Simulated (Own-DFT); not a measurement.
# Which defects push the lattice out? L1_0 TiAl

Calculated, not measured: single-point runs of Own-DFT, a retired in-house plane-wave DFT program that no person has reviewed, on unrelaxed cells, without spin or spin-orbit coupling.

Method: PBE; PseudoDojo norm-conserving scalar-relativistic files; cutoff 42 hartree; 4 x 4 x 4 k mesh centred on Gamma; cold (Marzari-Vanderbilt) smearing of 0.2 eV.

Keep in mind: forces on such cells failed a check on a denser k mesh; stress not checked against mesh or cutoff.

All runs share one cell, with vectors in Å (5.622, 5.622, 0.000); (-5.622, 5.622, 0.000); (0.000, 0.000, 8.133) and a volume of 514.0 Å³. Atoms were moved at random from their sites; u is the rms move along one axis. The defect's site can differ from row to row.

| cell | formula | u (Å) | P (GPa) |
|---|---|---|---|
| no defect | Al16Ti16 | 0.0202 | 1.19 |
| no defect | Al16Ti16 | 0.0500 | 1.72 |
| no defect | Al16Ti16 | 0.0506 | 1.77 |
| one Ti vacancy | Al16Ti15 | 0.0295 | ? |
| one Ti vacancy | Al16Ti15 | 0.0298 | 0.63 |
| one Ti vacancy | Al16Ti15 | 0.0304 | 0.64 |
| one Ti vacancy | Al16Ti15 | 0.0306 | 0.49 |
| two Al vacancies | Al14Ti16 | 0.0352 | -0.37 |
| two Al vacancies | Al14Ti16 | 0.0506 | 0.13 |
| two Al vacancies | Al14Ti16 | 0.0529 | -0.15 |

## Worked fit

P = P0 + c u² + a shift for each defect gives P0 = 1.11 GPa, c = 249 ± 59 GPa/Å² and a scatter of 0.12 GPa. The shifts, and each times the cell's volume:

- one Ti vacancy: -0.75 ± 0.11 GPa, -2.4 eV
- two Al vacancies: -1.78 ± 0.10 GPa, -5.7 eV (-2.9 eV for each of its 2 sites)

Against the defect-free cell, a freed cell would be larger where the shift is positive and smaller where it is negative (160.2 GPa Å³ is 1 eV). The atoms around the defects weren't relaxed, which would change these numbers.

## Prediction

The question: what pressure belongs in the blank (one Ti vacancy, u = 0.0295 Å)?

From the fit: 0.57 ± 0.14 GPa. Computed: 0.58 GPa.
